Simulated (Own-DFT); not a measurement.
# Computed records: GaN (wurtzite, strained, atoms displaced)

All values are calculated (Own-DFT development build). A calculation, not a measurement: plane-wave PBE density functional theory by an unreviewed code, no spin, of a simulated periodic cell, stress positive in tension, free energy of the whole cell less one offset for each atom, forces on such cells passed a denser k mesh, this cell's mesh not checked; offsets are fitted by least squares, one for each functional and potential file, so energies compare only between cells with the same atoms and settings and are not formation energies; the far tail of each file's local potential was reset to the Coulomb form; each entry is a single point on an unrelaxed cell, so the pressure reflects the starting lattice, mostly measured values (interpolated for alloys), from which strain is counted, and rises with the displacements; printed positions are rounded, which can move forces by about a meV/angstrom; the program, named Own-DFT, is a retired in-house code; no spin-orbit coupling.

```json
{"formula": "GaN", "kind": "wurtzite, strained, atoms displaced", "structure": {"cell_angstrom": [[12.756, 0.0, 0.0], [-4.7835, 8.2853, 0.0], [0.0, 0.0, 10.3959]], "atoms_fractional": [["Ga", 0.07612, 0.21892, 0.00123], ["Ga", 0.16767, 0.12686, 0.24223], ["N", 0.08126, 0.23265, 0.19502], ["N", 0.17094, 0.12132, 0.43885], ["Ga", 0.08305, 0.22278, 0.50116], ["Ga", 0.16408, 0.11058, 0.7511], ["N", 0.08654, 0.22604, 0.68553], ["N", 0.1667, 0.11001, 0.93143], ["Ga", 0.08218, 0.55858, 0.00084], ["Ga", 0.16397, 0.43309, 0.24949], ["N", 0.08971, 0.56722, 0.19141], ["N", 0.16996, 0.43862, 0.42936], ["Ga", 0.08383, 0.55869, 0.49791], ["Ga", 0.17256, 0.44865, 0.74346], ["N", 0.08189, 0.55387, 0.69737], ["N", 0.16815, 0.45129, 0.93951], ["Ga", 0.08356, 0.88388, 0.99804], ["Ga", 0.16067, 0.77798, 0.2501], ["N", 0.08301, 0.87617, 0.1974], ["N", 0.16015, 0.76297, 0.43403], ["Ga", 0.08001, 0.89271, 0.50465], ["Ga", 0.15897, 0.77506, 0.75031], ["N", 0.09099, 0.89915, 0.69249], ["N", 0.16185, 0.7795, 0.93851], ["Ga", 0.33413, 0.22197, 0.99142], ["Ga", 0.42061, 0.12066, 0.24682], ["N", 0.33644, 0.22455, 0.18796], ["N", 0.41802, 0.10965, 0.43125], ["Ga", 0.33849, 0.22881, 0.49865], ["Ga", 0.4124, 0.10537, 0.75448], ["N", 0.33638, 0.22143, 0.68737], ["N", 0.41552, 0.1116, 0.94649], ["Ga", 0.33285, 0.55341, 0.00078], ["Ga", 0.42269, 0.44252, 0.24876], ["N", 0.32567, 0.55023, 0.18877], ["N", 0.41102, 0.44383, 0.43995], ["Ga", 0.33771, 0.5534, 0.49317], ["Ga", 0.41111, 0.44224, 0.74856], ["N", 0.33575, 0.56323, 0.68092], ["N", 0.41288, 0.43967, 0.94268], ["Ga", 0.33538, 0.89941, 0.0008], ["Ga", 0.42474, 0.78651, 0.24888], ["N", 0.33839, 0.88884, 0.19483], ["N", 0.41311, 0.77546, 0.44052], ["Ga", 0.34221, 0.89328, 0.50556], ["Ga", 0.41916, 0.77021, 0.75677], ["N", 0.33605, 0.89405, 0.69525], ["N", 0.41355, 0.76921, 0.93423], ["Ga", 0.57752, 0.21212, 0.00145], ["Ga", 0.66421, 0.12121, 0.25051], ["N", 0.58412, 0.22447, 0.19366], ["N", 0.66492, 0.10796, 0.43054], ["Ga", 0.57764, 0.22121, 0.49741], ["Ga", 0.66402, 0.11236, 0.74653], ["N", 0.58622, 0.22063, 0.69292], ["N", 0.66023, 0.11193, 0.93177], ["Ga", 0.5844, 0.54967, 0.99286], ["Ga", 0.66167, 0.44493, 0.25276], ["N", 0.58017, 0.55122, 0.18333], ["N", 0.65719, 0.43676, 0.43506], ["Ga", 0.58633, 0.56509, 0.50312], ["Ga", 0.66254, 0.44199, 0.75673], ["N", 0.58689, 0.55543, 0.68346], ["N", 0.66921, 0.4482, 0.94185], ["Ga", 0.58103, 0.88652, 0.99457], ["Ga", 0.66295, 0.771, 0.25279], ["N", 0.57894, 0.89154, 0.19326], ["N", 0.65979, 0.76275, 0.4457], ["Ga", 0.58258, 0.88756, 0.49647], ["Ga", 0.66093, 0.7679, 0.75679], ["N", 0.58472, 0.90266, 0.68938], ["N", 0.6625, 0.78042, 0.93586], ["Ga", 0.836, 0.22434, 0.00596], ["Ga", 0.91904, 0.11465, 0.25224], ["N", 0.83402, 0.21851, 0.19074], ["N", 0.91718, 0.10667, 0.43638], ["Ga", 0.83068, 0.21621, 0.50065], ["Ga", 0.91285, 0.10723, 0.75718], ["N", 0.84128, 0.22139, 0.69077], ["N", 0.91599, 0.10937, 0.93989], ["Ga", 0.83225, 0.556, 0.00573], ["Ga", 0.9232, 0.45791, 0.25408], ["N", 0.8305, 0.55192, 0.18014], ["N", 0.9203, 0.45044, 0.43241], ["Ga", 0.84032, 0.5646, 0.49434], ["Ga", 0.91664, 0.43938, 0.7497], ["N", 0.83354, 0.55883, 0.687], ["N", 0.91473, 0.43431, 0.94069], ["Ga", 0.83689, 0.87472, 0.00374], ["Ga", 0.91913, 0.77508, 0.25347], ["N", 0.82731, 0.88678, 0.19024], ["N", 0.91696, 0.78237, 0.43711], ["Ga", 0.83432, 0.88682, 0.49409], ["Ga", 0.92014, 0.7757, 0.75389], ["N", 0.8391, 0.8836, 0.69253], ["N", 0.91096, 0.7669, 0.94064]]}, "settings": {"functional": "PBE", "potential_files": "PseudoDojo norm-conserving, scalar-relativistic, standard set with the stringent files for Ga", "wave_cutoff [hartree]": 96.0, "occupations": "Gaussian", "smearing_width [eV]": 0.01, "k_mesh": "3 x 4 x 3 centred on Gamma"}, "results": {"free_energy_of_cell_above_offsets [eV]": "-4.198", "pressure [GPa]": 6.93, "stress_xx [GPa]": -6.19, "stress_yy [GPa]": -8.35, "stress_zz [GPa]": -6.23, "stress_yz [GPa]": 0.19, "stress_xz [GPa]": 0.06, "stress_xy [GPa]": 1.36, "force_element": ["Ga", "Ga", "N", "N", "Ga", "Ga", "N", "N", "Ga", "Ga", "N", "N", "Ga", "Ga", "N", "N", "Ga", "Ga", "N", "N", "Ga", "Ga", "N", "N", "Ga", "Ga", "N", "N", "Ga", "Ga", "N", "N", "Ga", "Ga", "N", "N", "Ga", "Ga", "N", "N", "Ga", "Ga", "N", "N", "Ga", "Ga", "N", "N", "Ga", "Ga", "N", "N", "Ga", "Ga", "N", "N", "Ga", "Ga", "N", "N", "Ga", "Ga", "N", "N", "Ga", "Ga", "N", "N", "Ga", "Ga", "N", "N", "Ga", "Ga", "N", "N", "Ga", "Ga", "N", "N", "Ga", "Ga", "N", "N", "Ga", "Ga", "N", "N", "Ga", "Ga", "N", "N", "Ga", "Ga", "N", "N"], "force_x [eV/angstrom]": [1.119, 1.366, 0.388, 0.115, 0.181, 0.29, -0.418, -0.599, 0.404, -0.544, -0.173, -1.109, 1.142, -0.748, 0.241, 0.057, -1.077, 3.897, -3.016, -0.097, 1.695, 1.736, -1.069, 1.473, -0.988, -0.27, -0.862, -0.813, -0.177, 0.702, -0.494, 0.035, -0.6, -2.296, 1.88, 2.746, -2.259, 0.698, 0.617, 0.622, 0.231, -2.135, -1.469, 1.107, -1.674, -0.837, -0.152, -0.4, 0.766, 1.963, -0.622, 0.045, 1.12, 1.439, -1.79, 1.272, -1.388, 0.931, 0.575, 0.915, -0.06, 1.033, -1.134, 0.075, -0.485, -0.644, 2.533, 0.273, -0.337, 0.487, 0.99, 1.475, -0.794, -1.023, -0.685, -0.529, 0.1, 1.311, -1.723, -0.239, 0.953, 0.211, -0.24, -0.527, -0.996, -0.707, 0.508, -0.644, -2.555, -0.982, 1.334, 0.426, -0.968, -0.218, -1.42, 1.509], "force_y [eV/angstrom]": [1.268, -1.684, -3.415, -1.269, 0.28, 1.342, -0.307, -0.144, -0.328, 4.331, -2.075, 0.531, -1.515, -0.345, 0.324, -1.095, 0.796, -0.079, 3.386, 3.118, 0.421, 0.299, -1.468, -0.162, -0.102, -1.943, -0.241, 0.09, -1.165, 1.041, 0.146, 0.396, -0.106, 0.427, 0.684, 0.027, 0.762, 0.17, -0.924, 0.735, -2.662, -2.257, 0.836, 0.21, -0.595, 1.561, -1.607, 1.021, 1.535, -1.151, 0.739, 0.386, -0.122, 0.712, 0.811, -0.286, 0.894, 0.179, 0.842, 1.489, -4.082, 0.076, -0.463, -1.296, 0.698, 0.6, 0.628, 4.074, 0.06, 1.667, -2.632, -0.887, -1.173, -0.964, 1.009, 0.276, 0.545, -0.416, -0.187, -1.074, -1.476, -1.215, 0.356, -1.055, -1.521, 0.345, -0.773, 1.552, 1.636, 0.055, -0.087, -0.384, 0.157, -0.046, 0.456, 0.802], "force_z [eV/angstrom]": [-0.417, 1.437, -2.524, -0.503, -0.188, -0.941, 0.753, 2.035, 0.345, 0.352, -0.914, 2.049, 0.744, 1.098, -1.58, -0.502, 1.071, 1.153, -2.356, 1.282, -0.862, 0.039, -0.752, -0.237, 1.423, 0.209, -0.906, 1.064, 0.092, -0.208, 0.348, -1.414, 0.897, 0.216, 0.013, -0.953, 0.27, -0.049, 0.348, -1.405, 0.991, 0.776, -1.212, -0.429, -0.323, -1.651, -0.427, 1.497, 0.465, -0.525, -1.587, 1.808, 0.867, 0.617, -1.001, 1.211, 0.862, -0.648, -0.074, 0.66, 0.214, -1.086, 1.608, -0.329, 1.053, -0.334, -1.355, -1.975, 0.697, -1.803, -0.746, 1.13, -0.248, -0.135, 0.235, 0.475, -0.265, -0.98, -0.903, 0.716, -1.693, -1.8, 3.008, 1.649, 1.068, 0.44, -0.069, -0.359, 0.054, -0.965, 0.194, -0.036, 1.667, -0.5, -0.586, -0.441]}}
```
